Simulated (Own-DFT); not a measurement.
# Energy and forces against displacement in 3C SiC, 64 atoms (C32Si32)

All numbers below are calculated, not measured. The program, named Own-DFT, is a retired in-house plane-wave density functional code that no person has reviewed. Each row is one single-point run on a periodic cell that was not relaxed, without spin or spin-orbit coupling.

Settings of every run: PBE; PseudoDojo norm-conserving scalar-relativistic files; cutoff 42 hartree; 4 x 4 x 4 k mesh centred on Gamma; Fermi-Dirac smearing of 0.1 eV.

Known limits, some of them of some rows only: some atoms lie very close together; forces on such cells passed a denser k mesh, each cell not checked; stress not checked against mesh or cutoff.

Cell vectors in Å: (8.719, 0.000, 0.000); (0.000, 8.719, 0.000); (0.000, 0.000, 8.719). In each run every atom was moved at random and independently from its ideal site; u is the rms move along one axis. E is the free energy for each atom above the fitted value at u = 0, and F the rms of the force components.

| run | u (Å) | E (meV/atom) | F (eV/Å) | largest force (eV/Å) | P (GPa) |
|---|---|---|---|---|---|
| 1 | 0.0270 | 29.7 | 0.803 | 2.70 | 3.74 |
| 2 | 0.0300 | ? | ? | ? | ? |
| 3 | 0.0301 | 33.8 | 0.835 | 2.81 | 3.80 |
| 4 | 0.0555 | 119.5 | 1.694 | 5.76 | 5.95 |
| 5 | 0.0645 | 159.6 | 1.913 | 6.89 | 6.82 |
| 6 | 0.0997 | 397.0 | 3.374 | 12.80 | 12.61 |
| 7 | 0.1003 | 387.2 | 3.294 | 13.69 | 11.82 |
| 8 | 0.1711 | 1173.1 | 6.517 | 26.34 | 33.58 |

## Worked fit

For small independent moves the energy grows as E = (3/2) K u², with K the mean stiffness felt by one atom. The runs with u up to 0.11 Å give K = 25.9 ± 0.4 eV/Å², with residuals divided by u² + 0.0006 Å², since the noise grows with the moves. The scatter is 2.8 meV/atom at u = 0.05 Å. The forces follow F = G u with G = 30.8 eV/Å²; no force at u = 0 is resolved. G exceeds K because the moves of its neighbours add to the force on an atom, and stiffness differs between atoms. At u = 0.171 Å the parabola gives 1139 meV/atom and the run 1173. The pressure follows P = 3.04 + 918 u² GPa: at fixed volume, shortened bonds push harder than stretched ones pull.

## Withheld run

Question: what energy and rms force should run 2 give?

The fit gives 35 ± 1 meV/atom and about 0.92 eV/Å. The calculation gave 34.2 meV/atom and 0.836 eV/Å.
